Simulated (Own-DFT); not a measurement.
# Response to strain: wurtzite GaN, 96 atoms (Ga48N48)

Calculated results; nothing here was measured. They come from Own-DFT, an in-house plane-wave density functional program, since retired, whose code no person has reviewed. Each row is one single-point run on a periodic cell that was not relaxed, without spin or spin-orbit coupling.

Settings of every run: PBE; PseudoDojo norm-conserving scalar-relativistic files (stringent for Ga); cutoff 96 hartree; 3 x 4 x 3 k mesh centred on Gamma; Gaussian smearing of 0.01 eV.

Known limits: forces on such cells passed a denser k mesh, each cell not checked; stress not checked against mesh or cutoff.

Unstrained cell vectors in Å: (12.756, 0.000, 0.000); (-4.784, 8.285, 0.000); (0.000, 0.000, 10.370). The unstrained cell has measured lattice constants (interpolated for alloys), not those of this functional. That, the random moves and any unrelaxed bonds set the pressure at no strain. Each run strains this cell uniformly, with the atoms carried along. Every atom was also moved at random, by a Gaussian of width 0.05 Å on each axis. Strain is the symmetric tensor, in per cent. Stress is positive in tension, and the pressure is minus a third of its trace.

```
run  e_xx (%)  e_yy (%)  e_zz (%)  s_xx (GPa)  s_yy (GPa)  s_zz (GPa)  P (GPa)  E (meV/atom)
  1      0.00      0.00      0.50       -7.04       -7.16       -3.67     5.96           6.2
  2      0.00      0.00      2.25       -4.21       -5.72        0.80     3.04           8.1
  3      0.00      0.00      0.25       -6.49       -6.47       -6.43     6.46           5.4
  4      0.00      0.00     -1.50       -7.32       -8.38      -14.55    10.08          14.6
  5      0.00      0.00     -0.75       -6.83       -8.14      -10.52     8.50          10.7
  6      0.00      0.00      1.25       -8.23       -5.50       -1.78     5.17          10.2
  7      0.00      0.00      3.00       -4.80       -4.72        4.73     1.60           0.0
  8      0.00      0.00      2.50       -5.97       -4.71        3.00     2.56           5.7
  9      0.00      0.00     -1.00           ?           ?           ?        ?             ?
```

E is the free energy for each atom above the lowest run shown.

## Worked fit

The change of volume is close to e_xx + e_yy + e_zz. A straight line through the runs shown gives P = 7.15 - 184 x (fractional change of volume) GPa, with an error of 5 on the slope and a scatter of 0.21 GPa. The strain isn't the same on all axes and the cell isn't cubic, so the slope belongs to this path and is not the bulk modulus.

## Withheld run

Question: what pressure should run 9 give? Its volume changes by -1.00 %.

The line gives 9.0 GPa. The calculation gave 9.11 GPa.
